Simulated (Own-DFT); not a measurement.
GaN (wurtzite, strained, atoms displaced) (calculated)

All values are calculated (Own-DFT development build). A calculation, not a measurement: plane-wave PBE density functional theory by an unreviewed code, no spin, of a simulated periodic cell, stress positive in tension, free energy of the whole cell less one offset for each atom, forces on such cells passed a denser k mesh, this cell's mesh not checked; offsets are fitted by least squares, one for each functional and potential file, so energies compare only between cells with the same atoms and settings and are not formation energies; the far tail of each file's local potential was reset to the Coulomb form; each entry is a single point on an unrelaxed cell, so the pressure reflects the starting lattice, mostly measured values (interpolated for alloys), from which strain is counted, and rises with the displacements; printed positions are rounded, which can move forces by about a meV/angstrom; the program, named Own-DFT, is a retired in-house code; no spin-orbit coupling.

```cif
# cell vector a (Å): 12.7560 0.0000 0.0000
# cell vector b (Å): -4.7835 8.2853 0.0000
# cell vector c (Å): 0.0000 0.0000 10.5515
data_GaN
_symmetry_space_group_name_H-M 'P 1'
_symmetry_Int_Tables_number 1
_cell_length_a 12.7560
_cell_length_b 9.5670
_cell_length_c 10.5515
_cell_angle_alpha 90.000
_cell_angle_beta 90.000
_cell_angle_gamma 120.000
_cell_volume 1115.16
loop_
_atom_site_label
_atom_site_type_symbol
_atom_site_fract_x
_atom_site_fract_y
_atom_site_fract_z
_atom_site_occupancy
Ga1 Ga 0.08074 0.21573 0.00670 1
Ga2 Ga 0.16981 0.10893 0.24410 1
N1 N 0.09162 0.23358 0.18936 1
N2 N 0.16587 0.10749 0.44663 1
Ga3 Ga 0.07954 0.21054 0.50214 1
Ga4 Ga 0.16577 0.10684 0.74607 1
N3 N 0.08283 0.22748 0.69015 1
N4 N 0.16500 0.09944 0.93872 1
Ga5 Ga 0.07990 0.56257 0.00061 1
Ga6 Ga 0.15870 0.43811 0.24816 1
N5 N 0.08108 0.55280 0.18312 1
N6 N 0.16578 0.44632 0.43184 1
Ga7 Ga 0.08931 0.55950 0.49953 1
Ga8 Ga 0.16999 0.44886 0.74531 1
N7 N 0.07946 0.55245 0.69068 1
N8 N 0.16550 0.44055 0.93989 1
Ga9 Ga 0.08829 0.89486 0.99899 1
Ga10 Ga 0.17221 0.78400 0.24579 1
N9 N 0.08925 0.89870 0.18413 1
N10 N 0.16946 0.77986 0.43980 1
Ga11 Ga 0.07723 0.87687 0.50213 1
Ga12 Ga 0.17639 0.78595 0.74787 1
N11 N 0.09204 0.89839 0.69161 1
N12 N 0.15661 0.78282 0.94986 1
Ga13 Ga 0.33434 0.22657 0.99465 1
Ga14 Ga 0.41916 0.11555 0.24277 1
N13 N 0.33593 0.21693 0.19160 1
N14 N 0.41169 0.11040 0.43764 1
Ga15 Ga 0.33613 0.22117 0.49914 1
Ga16 Ga 0.41965 0.11392 0.74525 1
N15 N 0.33570 0.22676 0.69239 1
N16 N 0.42176 0.11494 0.94003 1
Ga17 Ga 0.33371 0.55358 0.99955 1
Ga18 Ga 0.41022 0.43355 0.25011 1
N17 N 0.33227 0.56111 0.20057 1
N18 N 0.41793 0.44161 0.44576 1
Ga19 Ga 0.33367 0.56180 0.50290 1
Ga20 Ga 0.41142 0.44534 0.75444 1
N19 N 0.33178 0.55411 0.69383 1
N20 N 0.42062 0.44342 0.94006 1
Ga21 Ga 0.33361 0.88353 0.99706 1
Ga22 Ga 0.42244 0.77353 0.25609 1
N21 N 0.32931 0.89478 0.18441 1
N22 N 0.42993 0.78535 0.43398 1
Ga23 Ga 0.32620 0.87970 0.50248 1
Ga24 Ga 0.40905 0.78159 0.75500 1
N23 N 0.33550 0.88041 0.69218 1
N24 N 0.41837 0.77373 0.92871 1
Ga25 Ga 0.58337 0.21968 0.00643 1
Ga26 Ga 0.66479 0.10369 0.25232 1
N25 N 0.58101 0.21489 0.19175 1
N26 N 0.66848 0.11840 0.43763 1
Ga27 Ga 0.58316 0.21398 0.50154 1
Ga28 Ga 0.68143 0.12153 0.74448 1
N27 N 0.57227 0.20260 0.69225 1
N28 N 0.67313 0.11121 0.93044 1
Ga29 Ga 0.58430 0.55778 0.00146 1
Ga30 Ga 0.66372 0.44762 0.24701 1
N29 N 0.57930 0.55714 0.18782 1
N30 N 0.66205 0.44596 0.44122 1
Ga31 Ga 0.59029 0.56603 0.50387 1
Ga32 Ga 0.66427 0.45140 0.74221 1
N31 N 0.58253 0.54981 0.68568 1
N32 N 0.66357 0.43724 0.93608 1
Ga33 Ga 0.57862 0.88220 0.00214 1
Ga34 Ga 0.65941 0.77353 0.25224 1
N33 N 0.58588 0.89397 0.18710 1
N34 N 0.66878 0.77604 0.43971 1
Ga35 Ga 0.58523 0.89848 0.49549 1
Ga36 Ga 0.67390 0.78298 0.75537 1
N35 N 0.58035 0.88709 0.68846 1
N36 N 0.66930 0.77466 0.94138 1
Ga37 Ga 0.83959 0.22215 0.99665 1
Ga38 Ga 0.91428 0.10852 0.25075 1
N37 N 0.83471 0.22682 0.18121 1
N38 N 0.91267 0.11524 0.43779 1
Ga39 Ga 0.84245 0.22599 0.50072 1
Ga40 Ga 0.91810 0.11798 0.74996 1
N39 N 0.82406 0.21207 0.68443 1
N40 N 0.91067 0.10864 0.94629 1
Ga41 Ga 0.83311 0.55754 0.00623 1
Ga42 Ga 0.90806 0.44277 0.24814 1
N41 N 0.83363 0.55913 0.18764 1
N42 N 0.91868 0.44610 0.43975 1
Ga43 Ga 0.83890 0.56848 0.49671 1
Ga44 Ga 0.91678 0.44222 0.74326 1
N43 N 0.83369 0.56321 0.69093 1
N44 N 0.92426 0.45443 0.93573 1
Ga45 Ga 0.83122 0.88035 0.00364 1
Ga46 Ga 0.91825 0.78228 0.24425 1
N45 N 0.84289 0.89738 0.18604 1
N46 N 0.92525 0.78427 0.44226 1
Ga47 Ga 0.83321 0.89382 0.49679 1
Ga48 Ga 0.91745 0.77061 0.75217 1
N47 N 0.83718 0.89019 0.69270 1
N48 N 0.91729 0.78295 0.94059 1
_calc_functional 'PBE'
_calc_potential_files 'PseudoDojo norm-conserving, scalar-relativistic, standard set with the stringent files for Ga'
_calc_wave_cutoff 96  # hartree
_calc_occupations 'Gaussian'
_calc_smearing_width 0.01  # eV
_calc_k_mesh '3 x 4 x 3 centred on Gamma'
_calc_free_energy_of_cell_above_offsets '-4.011'  # eV
_calc_pressure 4.24  # GPa
_calc_stress_xx -6.98  # GPa
_calc_stress_yy -6.45  # GPa
_calc_stress_zz 0.7  # GPa
_calc_stress_yz -0.28  # GPa
_calc_stress_xz 0.15  # GPa
_calc_stress_xy -0.02  # GPa
```

Force:
| element | x (eV/Å) | y (eV/Å) | z (eV/Å) |
| --- | --- | --- | --- |
| Ga | 0.053 | 0.434 | -1.141 |
| Ga | -0.588 | 0.972 | 1.641 |
| N | -0.253 | -2.859 | -0.084 |
| N | 0.046 | -0.389 | -1.152 |
| Ga | 0.194 | 1.433 | -0.178 |
| Ga | -0.139 | 1.9 | 0.976 |
| N | 0.25 | -0.66 | -0.421 |
| N | -0.569 | 2.991 | -0.713 |
| Ga | 1.591 | -0.546 | 0.03 |
| Ga | 0.289 | 2.302 | 0.491 |
| N | -0.755 | 0.652 | 1.065 |
| N | 0.445 | -0.471 | 1.289 |
| Ga | -0.659 | -0.694 | -0.026 |
| Ga | -0.858 | -0.657 | 1.489 |
| N | 0.888 | 1.111 | -0.836 |
| N | -0.057 | 0.415 | -0.276 |
| Ga | -2.398 | -0.469 | 1.106 |
| Ga | -0.897 | -1.176 | 0.292 |
| N | -0.543 | -1.612 | 0.593 |
| N | -0.672 | -0.653 | -0.689 |
| Ga | 1.983 | 2.36 | 0.8 |
| Ga | -2.044 | -1.199 | 1.356 |
| N | -0.423 | -2.572 | -0.841 |
| N | 4.206 | -1.187 | -2.577 |
| Ga | 0.479 | -1.367 | 0.55 |
| Ga | 0.253 | -1.402 | 1.592 |
| N | -1.311 | 1.063 | -1.403 |
| N | 1.521 | -1.014 | -0.17 |
| Ga | -0.868 | 0.349 | 0.821 |
| Ga | -1.585 | -0.697 | 1.706 |
| N | -0.233 | -0.664 | -0.358 |
| N | -0.704 | -0.968 | -0.457 |
| Ga | -0.565 | -0.266 | 0.69 |
| Ga | -0.267 | 1.141 | 1.178 |
| N | 0.608 | -1.296 | -1.826 |
| N | -0.487 | 1.001 | -0.857 |
| Ga | 0.902 | -0.93 | -0.476 |
| Ga | 1.405 | 0.038 | -0.493 |
| N | -0.054 | 1.041 | -1.082 |
| N | -0.927 | 0.631 | -0.074 |
| Ga | -0.84 | 0.786 | 0.459 |
| Ga | -1.613 | 1.023 | -0.953 |
| N | 2.327 | -0.445 | -0.041 |
| N | -2.388 | -0.93 | 0.97 |
| Ga | 1.642 | 1.716 | -0.452 |
| Ga | 4.182 | -1.192 | -0.949 |
| N | -2.326 | 1.97 | -1.719 |
| N | -0.598 | -0.092 | 2.478 |
| Ga | 0.944 | -0.103 | -1.278 |
| Ga | 0.257 | 1.871 | -0.176 |
| N | 0.751 | 1.286 | -0.297 |
| N | 1.467 | -0.394 | -0.437 |
| Ga | -1.749 | 1.099 | 0.356 |
| Ga | -5.452 | -3.609 | 2.263 |
| N | 2.715 | 2.74 | -1.633 |
| N | -0.658 | -0.259 | 1.21 |
| Ga | 0.736 | -0.785 | -0.267 |
| Ga | 0.222 | -0.606 | 1.016 |
| N | 0.186 | -0.283 | -0.064 |
| N | 1.499 | -0.085 | -0.627 |
| Ga | -1.048 | -1.712 | -0.012 |
| Ga | 1.326 | -2.03 | 1.389 |
| N | -1.618 | 1.543 | 0.613 |
| N | 0.175 | 0.998 | 0.382 |
| Ga | 0.937 | 1.364 | -1.152 |
| Ga | 1.238 | 0.489 | 0.008 |
| N | 0.023 | -1.201 | -0.159 |
| N | -0.487 | 1.393 | -0.887 |
| Ga | 1.437 | -0.207 | 2.081 |
| Ga | -1.374 | -0.483 | -0.729 |
| N | 0.638 | 0.064 | -0.216 |
| N | -0.91 | 0.156 | -0.016 |
| Ga | -2.153 | 1.213 | 0.362 |
| Ga | 0.176 | 1.515 | -0.44 |
| N | -0.169 | -0.833 | 1.168 |
| N | 1.757 | -1.023 | -0.629 |
| Ga | -2.384 | 0.754 | -0.061 |
| Ga | 0.435 | -0.954 | 1.023 |
| N | 4.456 | 3.264 | -1.54 |
| N | 2.344 | -0.777 | -1.511 |
| Ga | 0.069 | -0.382 | -1.874 |
| Ga | 1.695 | 0.124 | 0.462 |
| N | -0.772 | 0.123 | 0.51 |
| N | -0.288 | 0.464 | -0.219 |
| Ga | -0.507 | -1.982 | 0.519 |
| Ga | -0.927 | 0.287 | 1.181 |
| N | 0.595 | -1.776 | -1.238 |
| N | -1.584 | -1.414 | -0.575 |
| Ga | -0.209 | 1.278 | -0.42 |
| Ga | 1.058 | 0.206 | 0.774 |
| N | -1.471 | -1.18 | 0.679 |
| N | -2.481 | -0.328 | -1.728 |
| Ga | 0.571 | -0.415 | 1.066 |
| Ga | 0.051 | 2.029 | 0.821 |
| N | 0.181 | 0.425 | -0.877 |
| N | 0.661 | -0.787 | -0.154 |
